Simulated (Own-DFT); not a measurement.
# Same atoms, different arrangement: As32Ga32, 64 atoms

These are calculations, not measurements. The program, named Own-DFT, is a retired in-house plane-wave density functional code that no person has reviewed. Each row is one single-point run on a periodic cell that was not relaxed, without spin or spin-orbit coupling.

Settings of every run: PBE; PseudoDojo norm-conserving scalar-relativistic files; cutoff 42 hartree; 3 x 3 x 3 k mesh centred on Gamma; Fermi-Dirac smearing of 0.1 eV.

Known limits, some of them of some rows only: not probed for a lower state with spin; forces on such cells failed a check on a denser k mesh; forces not confirmed at this smearing and k mesh; stress not checked against mesh or cutoff.

All cells hold the same atoms in the same cell, with vectors in Å (11.307, 0.000, 0.000); (0.000, 11.307, 0.000); (0.000, 0.000, 11.307). Every atom was moved at random from its ideal site; u is the rms move along one axis. The defect's site can differ from row to row. E is the free energy of the cell above the lowest run. The arrangements:

- A: zincblende GaAs
- B: zincblende GaAs, with one As on a Ga site and one Ga on an As site, 2.4 Å apart

```
arrangement   u (Å)  E (eV)  P (GPa)
          A  0.0183   0.000     3.50
          A  0.0200   0.074     3.52
          A  0.0201   0.065     3.52
          A  0.0465   1.769     3.88
          A  0.0481   1.699     3.83
          A  0.0485   2.084     3.92
          B  0.0271   3.057     3.92
          B  0.0284   2.968     3.90
          B  0.0313   3.209     3.95
          B  0.0468   4.552     4.22
          B  0.0478   4.764     4.34
          B  0.0511   4.656     4.20
```

Question: once the cost of the random moves is taken out, how do the arrangements rank?

## Worked answer

Fit E = a + b u², with one b for all and one a for each arrangement, and with residuals divided by u², since the noise grows with the moves. Then b = 977 eV/Å², the scatter at u = 0.04 Å is 0.13 eV, and against A:

- B: 2.60 ± 0.05 eV (higher)

These are energies of unrelaxed cells. Relaxing the atoms lowers the strained arrangements most, so the gaps would shrink and small ones could change sign.
